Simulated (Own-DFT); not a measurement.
# Computed records: SiGe3 (layered order of Si and Ge on the diamond lattice, atoms displaced)

A calculation, not a measurement: plane-wave density functional theory by an unreviewed code, no spin, of a simulated periodic cell, stress positive in tension, run twice, with PBE and with PBEsol, both on files made for PBE, so the change isn't that of files made for PBEsol, forces on such cells moved up to 12 meV/angstrom on a denser k mesh; the far tail of each file's local potential was reset to the Coulomb form; each entry is a single point on an unrelaxed cell, so the pressure reflects the starting lattice, mostly measured values (interpolated for alloys), from which strain is counted, and rises with the displacements; printed positions are rounded, which can move forces by about a meV/angstrom; the program, named Own-DFT, is a retired in-house code; no spin-orbit coupling; stress was not checked against mesh or cutoff. Program: Own-DFT development build.

```xyz
64
Lattice="11.2025 0.0000 0.0000 0.0000 11.2025 0.0000 0.0000 0.0000 11.2025" Properties=species:S:1:pos:R:3:PBE_force_x:R:1:PBE_force_y:R:1:PBE_force_z:R:1:PBEsol_force_x:R:1:PBEsol_force_y:R:1:PBEsol_force_z:R:1 formula=SiGe3 functional=PBE,then_PBEsol potential_files=PseudoDojo_norm-conserving,scalar-relativistic,standard_set wave_cutoff=42 occupations=Fermi-Dirac smearing_width=0.1 k_mesh=3_x_3_x_3_centred_on_Gamma PBE_pressure=3.37 PBE_stress_xx=-3.37 PBE_stress_yy=-3.36 PBE_stress_zz=-3.39 PBE_stress_yz=-0.32 PBE_stress_xz=0.1 PBE_stress_xy=-0.09 PBEsol_pressure=0.67 PBEsol_stress_xx=-0.67 PBEsol_stress_yy=-0.66 PBEsol_stress_zz=-0.68 PBEsol_stress_yz=-0.3 PBEsol_stress_xz=0.1 PBEsol_stress_xy=-0.09 rms_change_of_force_components_from_PBE_to_PBEsol=0.04
Ge    11.1973     0.0001     0.0133     -0.107       0.23     -0.426     -0.107      0.225     -0.334
Ge     0.0241     2.8315     2.8378     -0.763       -0.5     -0.546     -0.732     -0.483     -0.524
Ge     2.8288    11.1692     2.8307       -0.4      0.391     -0.475     -0.385      0.377     -0.457
Ge     2.7884     2.7966    11.1879      0.075     -0.046     -0.419      0.077     -0.043     -0.328
Ge     1.3881     1.4147     1.4153      0.298     -0.214      0.142      0.288     -0.205      0.142
Ge     1.3358     4.2171     4.1943      1.165      0.158      0.306      1.122      0.153      0.289
Ge     4.2172     1.4031     4.1508     -0.376      0.071      0.423     -0.357      0.064      0.413
Ge     4.2233     4.1555     1.3822      0.088      0.225      0.255       0.08      0.223      0.254
Ge     0.0210    11.1759     5.6297      0.345      0.111      0.179      0.329      0.108      0.156
Si    11.1792     2.8401     8.3413       1.03      -0.43      1.411      1.015      -0.41      1.307
Si     2.8309     0.0240     8.4207     -0.161     -0.469      0.631     -0.163     -0.466       0.54
Ge     2.8294     2.8002     5.5925     -0.403       0.07     -0.358     -0.388      0.066     -0.346
Ge     1.4585     1.4028     7.0307     -0.447       0.07      0.257     -0.435      0.072      0.174
Si     1.4417     4.2681     9.8355     -0.225     -0.692     -1.233     -0.232     -0.687      -1.13
Si     4.2144     1.4183     9.8080      0.178     -0.303     -0.293      0.176     -0.294     -0.204
Ge     4.2096     4.2015     6.9766     -0.197      0.047      0.935     -0.188      0.043      0.828
Ge     0.0080     5.5888    11.1572     -0.296       0.31      -0.12     -0.286      0.303     -0.037
Ge    11.1504     8.4278     2.7625       0.64     -0.511      0.248      0.618     -0.487      0.247
Ge     2.8069     5.5955     2.7832      0.024     -0.513      0.129      0.019     -0.492      0.126
Ge     2.8172     8.3976    11.1892     -0.447     -0.142     -0.481      -0.43     -0.133     -0.389
Ge     1.4097     6.9513     1.3935     -0.293        0.6     -0.146     -0.282      0.577     -0.139
Ge     1.4004     9.7957     4.1828     -0.319     -0.207      0.109     -0.307     -0.197      0.109
Ge     4.1990     6.9873     4.1731      0.153      0.017      0.516      0.147      0.017      0.492
Ge     4.1657     9.7758     1.4028      0.459      0.142     -0.066      0.448      0.133     -0.057
Ge    11.1920     5.6141     5.5799     -0.088      0.065      0.366     -0.082      0.055      0.347
Si    11.1926     8.4010     8.4590     -0.005     -0.077     -0.372     -0.005     -0.076     -0.448
Si     2.8070     5.6342     8.3978      0.602     -0.167      0.714      0.594     -0.156       0.62
Ge     2.7831     8.4153     5.6045      0.056     -0.427     -0.276      0.058     -0.409     -0.276
Ge     1.4225     6.9642     7.0078     -0.441      0.588      0.519     -0.433      0.576      0.427
Si     1.3559     9.7905     9.8339      0.599      0.221     -0.651      0.595      0.227     -0.559
Si     4.2641     7.0700     9.7980     -0.478     -0.909     -0.245     -0.482     -0.902     -0.149
Ge     4.1885     9.8222     6.9411      0.057     -0.144      1.144      0.052      -0.14      1.034
Ge     5.6430    11.1408     0.0037     -0.979      0.156     -0.688      -0.95      0.164     -0.588
Ge     5.6419     2.7548     2.8318      0.078      0.349     -0.702      0.066      0.335     -0.679
Ge     8.4182    11.1600     2.7996     -0.551      0.983      0.509     -0.528      0.939      0.488
Ge     8.3614     2.7954    11.1547      0.345     -0.124     -0.177      0.334     -0.127     -0.101
Ge     6.9834     1.3424     1.3516      0.589      0.376      0.573      0.568       0.36       0.56
Ge     7.0012     4.2136     4.2013      0.449     -0.399     -0.059      0.431     -0.388     -0.055
Ge     9.8487     1.3584     4.2341     -0.455      0.377     -0.182     -0.437      0.364     -0.175
Ge     9.7967     4.2094     1.3771      0.027     -0.387     -0.092      0.025     -0.368     -0.082
Ge     5.5639     0.0414     5.5812       0.59     -0.138      0.154      0.564     -0.137      0.143
Si     5.5860     2.8044     8.3914     -0.412      0.214      0.703     -0.406      0.206      0.599
Si     8.4089     0.0003     8.4816     -0.149      0.012     -0.331     -0.145      0.011     -0.401
Ge     8.4038     2.8028     5.6311     -0.058     -0.291     -0.137     -0.054     -0.277     -0.136
Ge     6.9493     1.4207     7.0674      0.679     -0.446      0.049      0.662     -0.434     -0.027
Si     6.9668     4.1690     9.7790      0.299      0.683     -0.532      0.302      0.677     -0.442
Si     9.8288     1.4168     9.7837      -0.03      0.105     -0.328     -0.025      0.108      -0.24
Ge     9.8432     4.1834     7.0113     -0.688      0.705      0.014     -0.677      0.692     -0.068
Ge     5.6548     5.6253     0.0372     -0.768     -0.603      -1.25     -0.738     -0.577     -1.137
Ge     5.6107     8.3869     2.7776     -0.224      0.193      0.249      -0.22      0.184       0.24
Ge     8.3774     5.5914     2.7570      0.119      0.193      0.271      0.114      0.188      0.266
Ge     8.4211     8.3815    11.1924     -0.144      0.377     -0.363      -0.15      0.366      -0.28
Ge     6.9751     7.0046     1.3823      0.748      0.347      0.246      0.721      0.329      0.243
Ge     6.9953     9.8013     4.2021     -0.126      0.011      0.075     -0.115      0.009      0.063
Ge     9.7742     7.0015     4.2049      0.131     -0.153     -0.504      0.125     -0.143     -0.487
Ge     9.7760     9.8547     1.4483      0.189     -0.674     -1.127      0.184     -0.655     -1.078
Ge     5.6315     5.5530     5.6114      -0.22      0.901     -0.053     -0.217      0.866      -0.06
Si     5.5817     8.3497     8.3703      0.016      1.285      0.437      0.032      1.268      0.336
Si     8.4279     5.6313     8.3901     -0.382     -0.456      0.424     -0.382     -0.457      0.338
Ge     8.4235     8.4003     5.5805     -0.603      0.027       0.13     -0.582       0.03      0.122
Ge     6.9907     7.0552     7.0224       0.42      -0.75     -0.046      0.418     -0.735     -0.121
Si     6.9797     9.7961     9.7868      0.316     -0.593     -0.545        0.3     -0.587     -0.455
Si     9.7930     6.9963     9.7784      0.164     -0.028     -0.161       0.16     -0.028      -0.07
Ge     9.7681     9.7891     6.9741      0.304      0.187      1.268      0.295      0.177      1.154
```

Units: wave_cutoff in hartree; smearing_width in eV; PBE_pressure, PBE_stress_xx, PBE_stress_yy, PBE_stress_zz, PBE_stress_yz, PBE_stress_xz, PBE_stress_xy, PBEsol_pressure, PBEsol_stress_xx, PBEsol_stress_yy, PBEsol_stress_zz, PBEsol_stress_yz, PBEsol_stress_xz, PBEsol_stress_xy in GPa; rms_change_of_force_components_from_PBE_to_PBEsol, PBE_force_x, PBE_force_y, PBE_force_z, PBEsol_force_x, PBEsol_force_y, PBEsol_force_z in eV/Å.
